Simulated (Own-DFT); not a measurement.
# Response to strain: wurtzite AlN, 72 atoms (Al36N36)

All numbers below are calculated, not measured. They come from Own-DFT, an in-house plane-wave density functional program, since retired, whose code no person has reviewed. Each row is one single-point run on a periodic cell that was not relaxed, without spin or spin-orbit coupling.

Settings of every run: PBE; PseudoDojo norm-conserving scalar-relativistic files; cutoff 42 hartree; 3 x 3 x 2 k mesh centred on Gamma; Fermi-Dirac smearing of 0.1 eV.

Known limits: forces on such cells moved up to 12 meV/angstrom on a denser k mesh; stress not checked against mesh or cutoff.

Unstrained cell vectors in Å: (9.336, 0.000, 0.000); (-4.668, 8.085, 0.000); (0.000, 0.000, 9.964). The unstrained cell has measured lattice constants (interpolated for alloys), not those of this functional. That, the random moves and any unrelaxed bonds set the pressure at no strain. Each run strains this cell uniformly, with the atoms carried along. Every atom was also moved at random, by a Gaussian of width 0.05 Å on each axis. Strain is the symmetric tensor, in per cent. Stress is positive in tension, and the pressure is minus a third of its trace.

```
run,e_xx (%),e_yy (%),e_zz (%),e_yz (%),e_xz (%),e_xy (%),s_xx (GPa),s_yy (GPa),s_zz (GPa),s_yz (GPa),s_xz (GPa),s_xy (GPa),P (GPa),E (meV/atom)
1,0.98,1.43,0.32,0.61,-0.82,1.55,0.38,2.41,-3.13,1.38,-1.86,6.08,0.11,16.3
2,-1.47,0.57,1.84,-1.97,-0.12,-0.21,-10.62,-4.40,1.67,-5.06,-1.94,0.26,4.45,43.1
3,1.31,-0.34,1.30,-1.08,-1.99,-1.17,1.16,-7.19,2.64,-3.72,-4.60,-3.89,1.13,12.5
4,1.04,-0.16,-1.16,-0.62,0.60,-0.80,-3.61,-6.02,-7.91,-1.71,1.78,-2.84,5.85,14.7
5,1.61,1.48,0.33,-1.17,-0.07,-0.87,2.84,1.51,-0.42,-2.72,-0.38,-1.99,-1.31,18.0
6,-1.00,0.66,-0.75,1.79,-0.14,-1.10,-10.89,-3.80,-10.27,4.57,0.52,-5.29,8.32,35.8
7,-1.22,1.19,-0.67,-1.80,-0.89,0.46,-11.19,-1.47,-10.24,-2.83,-2.29,3.19,7.64,53.1
8,-0.44,-0.96,-1.24,0.49,-0.49,-1.81,-9.78,-12.60,-12.89,1.52,-1.06,-6.40,11.75,45.5
9,-0.43,-1.87,0.63,-1.36,0.36,-0.91,-8.75,-13.89,-5.25,-3.54,0.63,-3.67,9.30,31.5
10,-1.73,-0.50,-0.87,0.73,-0.15,-1.41,-13.59,-12.98,-13.89,2.42,0.00,-2.95,13.49,67.3
11,0.63,1.87,1.78,0.42,-0.81,-0.84,-0.07,3.54,5.27,1.07,-2.09,-1.62,-2.91,9.8
12,1.90,-0.95,-0.58,-1.01,-1.61,-0.83,1.28,-8.27,-7.72,-1.37,-4.01,-1.94,4.90,32.8
13,1.17,0.32,0.20,1.39,1.76,-1.26,-1.04,-1.75,-3.99,3.39,4.61,-5.46,2.26,26.6
14,-1.29,1.66,-1.91,0.86,-0.53,0.66,-13.54,1.01,-14.67,3.22,-1.64,1.28,9.07,30.5
15,-1.44,-1.96,-0.04,1.67,1.52,0.44,-15.21,-17.55,-9.89,4.73,3.91,1.25,14.22,60.5
16,-0.70,-1.99,1.74,1.26,-0.22,1.29,-11.68,-14.82,0.53,2.80,-0.41,4.18,8.66,43.1
17,0.85,1.77,0.29,-0.03,-0.50,0.33,-0.13,3.35,-0.48,-0.08,-1.10,0.60,-0.91,0.0
18,-0.12,-1.63,0.46,0.78,0.15,-0.88,?,?,?,?,?,?,?,?
```

E is the free energy for each atom above the lowest run shown.

## Worked fit

Each stress component was fitted by least squares to a constant and the strains of the runs shown, as fractions, with shears doubled. Shear strains stay in the fit of a normal stress only where such slopes are resolved. The slopes, in GPa:

| stress | at no strain | per e_xx | per e_yy | per e_zz | scatter |
|---|---|---|---|---|---|
| s_xx | -6.3 | 457 ± 20 | 98 ± 18 | 86 ± 21 | 0.94 |
| s_yy | -6.1 | 111 ± 25 | 476 ± 22 | 31 ± 26 | 1.18 |
| s_zz | -5.8 | 145 ± 21 | 88 ± 19 | 478 ± 23 | 1.01 |

Each shear stress against twice its own strain: yz 118 ± 6, xz 117 ± 6, xy 170 ± 14 GPa. These are stiffnesses along x, y and z of the frame in which the cell vectors are given, which need not be the crystal's axes. The atoms are held to the strained lattice; where symmetry lets them move under strain, relaxing them would lower some slopes. The table should be nearly symmetric about its diagonal, and what it lacks of that shows the noise. A ninth of its sum, 219 ± 5 GPa, estimates the bulk modulus near the mean pressure of these runs, 5.6 GPa, so it lies above the value at zero pressure.

## Withheld run

Question: what normal stresses and pressure should run 18 give?

The fit gives s_xx = -8.0, s_yy = -13.9, s_zz = -5.2 and P = 9.0 GPa. The calculation gave -8.94, -14.56, -4.74 and P = 9.42 GPa.
